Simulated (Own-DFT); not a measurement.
Simulation results for SiC (4H silicon carbide, strained, atoms displaced), GaN (wurtzite, strained, atoms displaced)

Computed with Own-DFT development build. A calculation, not a measurement: plane-wave PBE density functional theory by an unreviewed code, no spin, of a simulated periodic cell, stress positive in tension, free energy of the whole cell less one offset for each atom, forces on such cells passed a denser k mesh, this cell's mesh not checked; offsets are fitted by least squares, one for each functional and potential file, so energies compare only between cells with the same atoms and settings and are not formation energies; the far tail of each file's local potential was reset to the Coulomb form; each entry is a single point on an unrelaxed cell, so the pressure reflects the starting lattice, mostly measured values (interpolated for alloys), from which strain is counted, and rises with the displacements; printed positions are rounded, which can move forces by about a meV/angstrom; the program, named Own-DFT, is a retired in-house code; no spin-orbit coupling; before rounding, a Quantum ESPRESSO 7.3.1 run of the same cell and cutoff gave forces within 1 meV/angstrom rms on each cell, which checks the program and not the settings.

Common to all runs: functional PBE; potential files PseudoDojo norm-conserving, scalar-relativistic, standard set; wave cutoff 42 hartree; occupations Fermi-Dirac; smearing width 0.1 eV.

(1) SiC (4H silicon carbide, strained, atoms displaced)

```xyz
32
Lattice="6.2823 -0.0286 0.0654 -3.1659 5.3278 -0.0962 0.1069 -0.1196 9.9491" Properties=species:S:1:pos:R:3 SiC
Si     3.0740     5.1252     4.0123
Si     0.0679     1.7933     1.4478
C     -3.1389     5.3151     0.8778
C      0.0813     1.7264     3.3915
Si    -1.5136     2.5840     3.9200
Si    -1.6053     4.3797     1.4484
C     -1.5390     2.6442     0.9306
C     -1.5128     4.3389     3.3481
Si     3.1498    -0.0343     4.1132
Si     3.2673     1.6955     1.6045
C      3.1555     0.0733     0.9920
C      3.1310     1.7125     3.4040
Si     1.6275     2.5634     4.0181
Si     1.5718     4.4582     1.4650
C      1.5576     2.6881     0.9411
C      1.6241     4.3831     3.4164
Si    -3.0141     5.1648     8.9606
Si     3.2681     3.3212     6.4475
C      0.1284    -0.0409     5.8830
C      3.2399     3.4039     8.4453
Si     4.7153     2.5695     9.0907
Si     4.7766     0.7652     6.5457
C      4.8013     2.4984     5.9675
C      4.8095     0.8085     8.4662
Si     3.2666    -0.0436     9.0647
Si     0.1162     3.5016     6.4442
C      0.0123     5.1986     5.7565
C      0.0715     3.3937     8.3063
Si     1.6290     2.5051     8.9884
Si     1.7055     0.7693     6.4695
C      1.5686     2.5492     5.8910
C      1.7408     0.8738     8.3787
```

Here we set k mesh 5 x 5 x 3 centred on Gamma.

The calculation gives: free energy of cell above offsets -2.387 eV; pressure 4.97 GPa; stress xx 3.78 GPa; stress yy -7.96 GPa; stress zz -10.72 GPa; stress yz -5.03 GPa; stress xz 3.31 GPa; stress xy -1.62 GPa.

Force:
```csv
element,x (eV/Å),y (eV/Å),z (eV/Å)
Si,3.67,2.912,-0.111
Si,-0.358,-0.423,2.416
C,0.406,0.106,-1.013
C,-0.861,-1.024,-0.498
Si,0.477,-0.405,1.218
Si,1.111,1.7,1.653
C,0.19,-0.285,-0.913
C,-0.985,0.803,-0.097
Si,0.61,-1.106,-3.413
Si,-2.401,2.662,-0.335
C,-0.203,-3.322,-0.98
C,1.467,-0.254,1.458
Si,-1.246,0.762,-0.393
Si,-0.506,-0.496,1.466
C,1.437,-0.48,-1.07
C,-2.772,-0.883,-1.214
Si,-0.536,1.915,-1.43
Si,-1.393,2.377,1.532
C,-1.039,-1.921,0.768
C,-1.016,0.029,-1.409
Si,2.211,-0.79,-1.398
Si,1.042,-0.565,0.804
C,0.493,0.616,-2.05
C,0.581,-1.178,-0.222
Si,-0.021,-1.284,-0.806
Si,-1.67,-1.615,0.931
C,1.32,0.877,2.642
C,-0.183,1.584,1.494
Si,0.174,2.861,0.62
Si,-1.719,0.584,1.241
C,2.438,0.02,-0.59
C,-0.716,-3.775,-0.301
```

(2) GaN (wurtzite, strained, atoms displaced)

```xyz
96
Lattice="12.9169 0.0283 -0.0906 -4.8254 8.4189 0.1189 -0.0737 0.1063 10.1865" Properties=species:S:1:pos:R:3 GaN
Ga    -0.0257     1.8951     0.0259
Ga     1.5995     0.9466     2.5071
N     -0.0810     1.8771     1.9995
N      1.5413     0.9968     4.5364
Ga    -0.0876     1.8868     5.0916
Ga     1.5714     1.0292     7.6662
N      0.0517     1.9671     7.0175
N      1.5505     1.0702     9.5411
Ga    -1.5149     4.5950     0.0640
Ga     0.0186     3.8367     2.6484
N     -1.6267     4.6712     2.0405
N      0.0171     3.8205     4.4456
Ga    -1.6792     4.8323     5.1223
Ga    -0.0888     3.8087     7.7450
N     -1.6342     4.7373     7.0585
N     -0.0434     3.8879     9.5262
Ga    -3.1326     7.3690     0.1060
Ga    -1.6076     6.7271     2.5863
N     -3.0435     7.5290     1.9583
N     -1.6245     6.5388     4.5154
Ga    -3.2354     7.5628     5.1439
Ga    -1.6476     6.7216     7.8065
N     -3.3013     7.4496     7.0965
N     -1.6654     6.6159     9.5884
Ga     3.1622     1.8074    10.1741
Ga     4.8647     1.0746     2.5503
N      3.3003     1.9210     1.8211
N      4.7630     0.8872     4.4677
Ga     3.2361     1.8200     5.0832
Ga     4.7506     1.0630     7.5667
N      3.1691     1.9740     6.9311
N      4.8015     1.0382     9.5226
Ga     1.5196     4.7481     0.0505
Ga     3.2192     3.8179     2.5479
N      1.5954     4.7327     1.8944
N      3.1662     3.7909     4.4163
Ga     1.5726     4.8168     5.2115
Ga     3.1803     3.8008     7.6538
N      1.5606     4.7427     7.0164
N      3.1215     3.8581     9.5643
Ga     0.0503     7.5746    10.1574
Ga     1.6739     6.6530     2.6860
N      0.0605     7.5653     1.9962
N      1.6794     6.5713     4.5425
Ga    -0.0863     7.5846     5.1340
Ga     1.4959     6.6293     7.6501
N     -0.0580     7.5684     7.1451
N      1.5339     6.7530     9.4842
Ga     6.5052     2.1113    10.1018
Ga     8.1372     0.9667     2.4603
N      6.4408     1.9169     1.8753
N      8.0543     0.9717     4.4703
Ga     6.4553     1.9692     5.0714
Ga     8.0718     0.9895     7.5780
N      6.3910     2.0163     6.9185
N      8.0116     1.1217     9.5776
Ga     4.9031     4.6792     0.0929
Ga     6.3341     3.7829     2.6159
N      4.6821     4.7616     1.8993
N      6.4663     3.7538     4.4272
Ga     4.7301     4.8649     5.0695
Ga     6.4759     3.8627     7.5902
N      4.7945     4.7620     7.1005
N      6.3196     3.8795     9.5712
Ga     3.2211     7.5490     0.0550
Ga     4.8223     6.6178     2.5777
N      3.2232     7.4729     1.9824
N      4.8172     6.6543     4.4515
Ga     3.2311     7.5451     5.1025
Ga     4.8495     6.6724     7.6337
N      3.1874     7.5134     7.0611
N      4.7630     6.6719     9.6259
Ga     9.6210     1.9789    10.0834
Ga    11.2724     1.0619     2.4869
N      9.5890     1.9444     1.9019
N     11.2412     1.0615     4.4207
Ga     9.6709     1.9270     5.0623
Ga    11.2392     1.0691     7.5875
N      9.6861     1.9742     6.9870
N     11.2265     1.0638     9.4453
Ga     7.9587     4.8213    10.1441
Ga     9.6266     3.7610     2.4802
N      8.1350     4.6546     1.9174
N      9.6714     3.7496     4.3763
Ga     7.9314     4.8188     5.0407
Ga     9.6797     3.9048     7.6174
N      8.0168     4.8122     7.0529
N      9.5413     3.8347     9.6017
Ga     6.4267     7.6534    10.1793
Ga     8.0472     6.5881     2.5560
N      6.4175     7.5483     1.9472
N      8.0995     6.6249     4.5583
Ga     6.4079     7.5229     5.2735
Ga     8.0259     6.6074     7.5316
N      6.3969     7.5439     7.0920
N      8.0925     6.6017     9.6054
```

It was run with k mesh 3 x 4 x 3 centred on Gamma.

Results for GaN (wurtzite, strained, atoms displaced): free energy of cell above offsets 26.611 eV; pressure 6.03 GPa; stress xx -2.59 GPa; stress yy -0.85 GPa; stress zz -14.67 GPa; stress yz 2.81 GPa; stress xz -1.23 GPa; stress xy 0.66 GPa.

Force:
```csv
element,x (eV/Å),y (eV/Å),z (eV/Å)
Ga,0.727,-0.28,0.079
Ga,0.436,0.853,0.256
N,1.422,0.616,-1.018
N,0.553,-0.463,-1.501
Ga,0.795,1.664,0.1
Ga,0.21,-0.635,-1.202
N,-1.787,-0.274,0.577
N,-0.987,-1.271,0.928
Ga,-2.002,0.937,0.852
Ga,-0.17,-0.145,-1.912
N,0.063,0.74,-1.055
N,-0.448,-0.083,2.972
Ga,0.243,-3.22,-0.019
Ga,0.846,-0.006,-3.684
N,-0.318,0.767,0.433
N,-0.356,-1.009,2.666
Ga,-0.873,0.975,-1.265
Ga,3.047,-2.936,0.556
N,-4.035,1.199,0.688
N,-0.232,2.692,-0.178
Ga,0.451,-0.426,0.723
Ga,-0.442,-1.335,-2.977
N,0.736,1.695,0.049
N,0.964,-0.394,2.715
Ga,0.698,2.341,-1.042
Ga,-0.102,-1.398,-1.171
N,-1.334,0.113,2.42
N,1.192,2.359,-0.582
Ga,-1.178,1.895,-1.021
Ga,0.772,-0.017,0.523
N,-0.08,-0.437,1.473
N,0.562,0.204,-0.46
Ga,2.352,-0.152,-1.383
Ga,-1.538,-0.996,-0.964
N,-0.138,0.446,1.55
N,0.595,-0.077,1.595
Ga,-0.133,-1.98,-2.316
Ga,-0.162,0.531,0.347
N,-0.344,0.231,2.237
N,0.103,-0.217,0.734
Ga,-1.807,1.209,1.616
Ga,-1.426,-1.031,-1.656
N,0.088,-0.009,-0.133
N,-1.145,1.214,0.741
Ga,0.896,-2.55,0.968
Ga,1.432,-0.643,-1.179
N,-0.495,0.827,-1.451
N,1.465,-1.332,1.936
Ga,-2.093,-1.434,0.94
Ga,-1.993,-0.317,0.816
N,0.693,0.529,0.52
N,-0.163,0.374,-0.708
Ga,-0.05,-1.197,-0.929
Ga,-0.77,0.2,-0.271
N,0.595,-0.62,1.901
N,0.177,-1.126,-1.293
Ga,-2.137,0.273,-2.566
Ga,0.965,0,-2.806
N,2.406,0.355,2.05
N,-1.264,1.308,1.651
Ga,-0.003,-2.257,0.888
Ga,-1.506,-0.361,0.411
N,0.427,0.518,-1.54
N,1.365,0.631,-0.785
Ga,0.219,-0.848,-0.601
Ga,0.439,-0.262,-1.297
N,0.297,1.343,-0.075
N,0.822,0.164,1.158
Ga,-0.434,0.433,0.859
Ga,-1.864,-1.474,1.616
N,0.078,0.829,0.021
N,0.569,0.561,-0.226
Ga,0.194,0.526,0.953
Ga,-0.998,-0.994,0.082
N,1.948,-0.625,-1.2
N,0.132,-1.762,0.275
Ga,-0.547,0.829,-0.415
Ga,1.296,-0.056,-1.357
N,-0.823,0.308,0.336
N,0.348,0.39,1.308
Ga,0.233,-0.797,0.794
Ga,1.647,0.191,0.397
N,-2.874,1.893,-0.06
N,-0.572,1.148,1.689
Ga,2.057,-1.789,0.303
Ga,-0.21,-0.437,0.071
N,0.405,-1.095,-1.225
N,1.383,0.351,-1.002
Ga,-0.08,-1.267,0.107
Ga,0.402,-0.26,-0.414
N,0.777,0.237,0.315
N,-1.277,0.704,-1.065
Ga,0.37,1.057,-3.347
Ga,0.434,0.752,2.108
N,0.815,1.192,0.933
N,-0.953,1.688,-0.888
```

(3) GaN (wurtzite, strained, atoms displaced)

```xyz
96
Lattice="12.8247 0.1868 -0.1421 -4.6879 8.3426 0.0519 -0.1155 -0.0018 10.3615" Properties=species:S:1:pos:R:3 GaN
Ga    -0.1190     1.8900    10.3209
Ga     1.5388     0.9601     2.5979
N     -0.0328     1.8507     1.8691
N      1.5035     1.0068     4.5306
Ga     0.0049     1.9011     5.1541
Ga     1.5394     0.9017     7.7412
N     -0.0024     1.8403     7.0569
N      1.5306     0.9660     9.7485
Ga    -1.5441     4.6769     0.0889
Ga    -0.0491     3.6822     2.5560
N     -1.5373     4.5373     1.8960
N     -0.0375     3.7167     4.5666
Ga    -1.5749     4.5780     5.2242
Ga    -0.0132     3.6929     7.7390
N     -1.5591     4.6565     7.1412
N     -0.0331     3.7004     9.6729
Ga    -3.1942     7.4608    10.3609
Ga    -1.5502     6.4985     2.5941
N     -3.1785     7.4052     2.0138
N     -1.4605     6.5535     4.5277
Ga    -3.1683     7.3715     5.2227
Ga    -1.5530     6.4805     7.7461
N     -3.2463     7.4265     7.1851
N     -1.6343     6.4863     9.7543
Ga     3.1583     1.9489    10.2520
Ga     4.7897     1.0045     2.4999
N      3.2259     1.8743     1.9000
N      4.8638     1.0170     4.5191
Ga     3.1756     1.9104     5.1246
Ga     4.7580     0.9460     7.7118
N      3.0028     1.9292     7.1394
N      4.8360     1.0984     9.6611
Ga     1.6079     4.6490    10.3354
Ga     3.1475     3.8017     2.5103
N      1.5849     4.6060     1.8687
N      3.3269     3.7573     4.5706
Ga     1.5883     4.6629     5.2925
Ga     3.2259     3.8556     7.7965
N      1.5406     4.7459     7.1021
N      3.1814     3.8069     9.6518
Ga     0.1477     7.4415     0.0345
Ga     1.6669     6.5629     2.5418
N      0.1253     7.3542     1.9445
N      1.5787     6.5942     4.5831
Ga     0.0420     7.5360     5.1588
Ga     1.6222     6.5545     7.7646
N      0.1196     7.4008     7.0697
N      1.5857     6.5921     9.7134
Ga     6.3653     1.8699    -0.0488
Ga     8.0006     1.0838     2.5646
N      6.4771     1.9637     1.8299
N      8.0485     1.0655     4.4119
Ga     6.3654     2.0502     5.1170
Ga     7.9146     1.1048     7.6388
N      6.3291     2.0135     7.1035
N      7.9427     1.0106     9.7370
Ga     4.8838     4.7685     0.0103
Ga     6.4537     3.8329     2.5913
N      4.8565     4.7372     1.9327
N      6.3444     3.9150     4.4466
Ga     4.8264     4.8550     5.1112
Ga     6.3706     3.8312     7.7015
N      4.8693     4.7414     6.9967
N      6.2965     3.8207     9.7460
Ga     3.4330     7.5886    -0.0241
Ga     4.8762     6.6956     2.4725
N      3.3175     7.4671     2.0205
N      4.8670     6.6439     4.4866
Ga     3.2715     7.5392     5.0955
Ga     4.8570     6.6513     7.7079
N      3.3017     7.4321     7.1530
N      4.7631     6.6195     9.6888
Ga     9.5132     2.0226    10.1622
Ga    11.1774     1.1789     2.5303
N      9.6449     1.9504     1.8688
N     11.1713     1.0470     4.4395
Ga     9.5836     2.0174     5.0693
Ga    11.1316     1.1708     7.7068
N      9.5532     1.9663     7.1121
N     11.1469     1.0996     9.5521
Ga     8.0812     4.8810    -0.0847
Ga     9.5766     3.9078     2.5160
N      8.1499     4.7688     1.8410
N      9.6337     3.8219     4.3253
Ga     8.0405     4.8190     5.0920
Ga     9.5639     3.8332     7.7337
N      8.0353     4.6464     7.0104
N      9.5726     3.9755     9.5897
Ga     6.3902     7.6370    10.2638
Ga     8.1072     6.6429     2.4979
N      6.4687     7.5141     1.8006
N      8.1057     6.6931     4.5105
Ga     6.5013     7.5534     5.1073
Ga     7.9825     6.5869     7.7307
N      6.4149     7.5289     6.9990
N      7.9499     6.5813     9.6630
```

It was run with k mesh 3 x 4 x 3 centred on Gamma.

It finds free energy of cell above offsets 24.840 eV; pressure 4.18 GPa; stress xx -4.86 GPa; stress yy -0.12 GPa; stress zz -7.56 GPa; stress yz 0.79 GPa; stress xz -3.1 GPa; stress xy 4.5 GPa.

Force:
```csv
element,x (eV/Å),y (eV/Å),z (eV/Å)
Ga,0.643,-0.079,-0.054
Ga,0.532,-0.165,-0.767
N,-0.109,-0.157,1.249
N,1.688,-1.297,-0.369
Ga,-1.407,-0.552,0.289
Ga,-0.477,0.254,0.529
N,-1.359,0.259,1.331
N,-0.075,-0.105,-0.677
Ga,0.549,-0.485,-2.484
Ga,1.559,-0.207,0.637
N,-1.624,1.556,2.209
N,1.014,0.151,-0.917
Ga,-0.627,1.137,-0.528
Ga,0.48,-0.066,0.219
N,-1.35,-0.643,0.072
N,-0.21,0.603,0.441
Ga,-0.514,-0.411,0.523
Ga,0.355,-0.416,-0.172
N,0.782,0.438,-0.523
N,-1.747,-0.839,0.453
Ga,1.211,1.204,0.067
Ga,-0.206,0.516,0.393
N,0.703,-1.044,0.07
N,0.644,0.694,-0.342
Ga,-0.212,-0.419,0.607
Ga,1.012,-0.375,0.495
N,-0.872,0.449,-0.227
N,-1.048,0.28,-0.656
Ga,0.057,0.172,0.547
Ga,-0.644,0.459,-0.446
N,2.383,0.082,-0.374
N,-3.907,-3.002,-1.076
Ga,-1.148,0.806,-0.787
Ga,1.782,-0.622,1.26
N,-0.371,0.941,0.929
N,-1.892,0.517,-0.917
Ga,0.7,0.494,-2.968
Ga,-0.214,-0.445,-2.208
N,0.69,-0.899,2.17
N,0.282,-0.075,1.176
Ga,-0.575,0.352,-0.811
Ga,1.23,-1.303,1.305
N,-1.721,1.88,-0.026
N,1.607,-0.944,-1.006
Ga,0.468,-0.31,-0.054
Ga,1.251,-0.038,0.32
N,-2.012,1.569,0.972
N,0.964,-0.585,0.264
Ga,3.731,2.783,0.52
Ga,0.626,-0.66,-1.858
N,-1.164,0.021,1.681
N,-1.181,0.37,2.099
Ga,0.547,-0.219,-0.074
Ga,0.242,-1.776,1.056
N,-0.187,-0.833,-0.766
N,-0.315,1.422,-1.757
Ga,0.044,0.11,-0.213
Ga,-0.058,-0.001,-2.081
N,-0.598,0.214,0.192
N,1.834,-0.653,1.063
Ga,-0.6,-0.567,-0.373
Ga,0.249,0.226,1.165
N,-1.136,0.489,1.641
N,1.345,-0.095,-1.161
Ga,-1.964,-1.171,0.809
Ga,1.547,-1.971,1.267
N,-2.07,1.639,-1.499
N,0.395,0.416,-0.6
Ga,-0.588,-0.35,0.751
Ga,0.731,-1.231,0.396
N,-2.031,2.071,-1.209
N,1.402,-0.387,-0.46
Ga,0.046,0.622,1.62
Ga,1.006,-1.561,-0.787
N,-1.315,1.32,-1.058
N,0.54,0.806,0.298
Ga,0.482,-0.346,0.352
Ga,1.567,-1.453,-2.222
N,-0.495,0.958,-1.285
N,-0.189,0.236,1.056
Ga,-0.742,-2.742,0.429
Ga,2.245,-1.766,-1.978
N,-2.451,1.127,0.231
N,-0.042,0.817,3.086
Ga,-0.121,-0.588,-0.371
Ga,1.214,0.428,-1.144
N,-0.775,1.475,0.285
N,-0.095,-1.144,1.133
Ga,-0.063,-1.053,-0.01
Ga,-0.833,-0.013,-0.055
N,0.807,1.004,1.245
N,-0.526,-1.204,-1.185
Ga,-0.781,0.318,-0.255
Ga,0.233,0.132,-0.946
N,0.694,0.706,1.583
N,0.532,2.745,-0.756
```
